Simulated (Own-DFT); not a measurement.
# Bulk modulus against bond length in tetrahedral crystals

Calculated, not measured: single-point runs of Own-DFT, a retired in-house plane-wave DFT program that no person has reviewed, on unrelaxed cells, without spin or spin-orbit coupling.

Caveats (not all hold for every row): forces on such cells moved up to 12 meV/angstrom on a denser k mesh; k mesh not checked against a denser one; forces on such cells passed a denser k mesh, each cell not checked; stress not checked against mesh or cutoff.

All runs are PBE with PseudoDojo norm-conserving files; cutoff and k mesh are each material's own. Every cell starts from measured lattice constants and was given uniform random strains and small random moves of its atoms. Each triple is the change of volume in per cent, the rms move u in Å and the pressure in GPa.

- wurtzite AlN (Al36N36), 10.45 Å³/atom unstrained: (-1.13, 0.050, 8.24); (-1.00, 0.049, 7.81); (-0.80, 0.049, 7.50); (-0.41, 0.054, 7.40); (0.07, 0.047, 5.62); (0.58, 0.051, 4.81); (2.78, 0.051, -0.03)
- wurtzite GaN (Ga48N48), 11.42 Å³/atom unstrained: (-2.42, 0.050, 13.09); (-0.51, 0.049, 8.72); (-0.49, 0.052, 8.79); (-0.46, 0.049, 7.96); (0.02, 0.050, 7.44); (1.64, 0.050, 4.27); (1.69, 0.049, 3.79)
- diamond silicon (Si64), 20.02 Å³/atom unstrained: (-3.98, 0.053, 7.15); (-2.16, 0.051, 5.05); (-1.95, 0.047, 4.49); (-0.34, 0.050, 2.88); (2.59, 0.049, 0.19); (2.98, 0.053, 0.02); (3.37, 0.052, -0.23)
- zincblende GaP (Ga32P32), 20.24 Å³/atom unstrained: withheld
- zincblende InP (In32P32), 25.27 Å³/atom unstrained: (-3.71, 0.048, 6.66); (-2.81, 0.052, 6.04); (-2.12, 0.050, 5.61); (-2.00, 0.046, 5.12); (-0.58, 0.053, 4.22); (1.47, 0.049, 2.53); (3.89, 0.050, 1.03)
- grey tin (Sn64), 34.15 Å³/atom unstrained: (-1.47, 0.052, 4.51); (-1.44, 0.047, 4.35); (-1.16, 0.052, 4.42); (-0.79, 0.049, 4.18); (-0.15, 0.051, 3.89); (0.53, 0.050, 3.45); (1.89, 0.049, 2.65)

## What the rows give

Fit a line to each set against the fractional change of volume; B is minus its slope, and u is nearly the same within a set. To take it to zero pressure, assume that B rises by 4 GPa for each GPa: B0 = B - 4 x (mean pressure). The bond length of an ideal tetrahedral crystal with the unstrained volume v is d = (√3/4)(8 v)^(1/3). Cohen's empirical rule reads B0 = (1971 - 220 L) d^(-3.5) GPa, with L = 0 for group IV crystals and SiC and 1 for III-V compounds.

```
                material  L  d (Å)   B (GPa)  mean P (GPa)  B0 (GPa)  rule (GPa)
  wurtzite AlN (Al36N36)  1  1.893   212 ± 9           5.9   188 ± 9         188
  wurtzite GaN (Ga48N48)  1  1.950  219 ± 10           7.7  188 ± 10         169
  diamond silicon (Si64)  0  2.352    99 ± 4           2.8    88 ± 4          99
zincblende GaP (Ga32P32)  1  2.360         ?             ?         ?          87
zincblende InP (In32P32)  1  2.541    76 ± 3           4.5    58 ± 3          67
         grey tin (Sn64)  0  2.810    54 ± 3           3.9    38 ± 3          53
```

A line through ln[B0/(1971 - 220 L)] against ln d has a slope of -4.4 ± 0.2 and a scatter of 7 %. Against the rule, B0 stands at 100 % for wurtzite AlN, 111 % for wurtzite GaN, 89 % for diamond silicon, 86 % for zincblende InP, 72 % for grey tin. PBE tends to make silicon and heavier crystals too soft, and the rule itself is only a guide.

## Test on the hidden row

Asked: what B0 does the fitted trend give for zincblende GaP (Ga32P32)?

The straight line predicts 76 GPa. Its own runs give B = 93 ± 5 GPa at a mean pressure of 4.4 GPa, so B0 = 76 GPa.
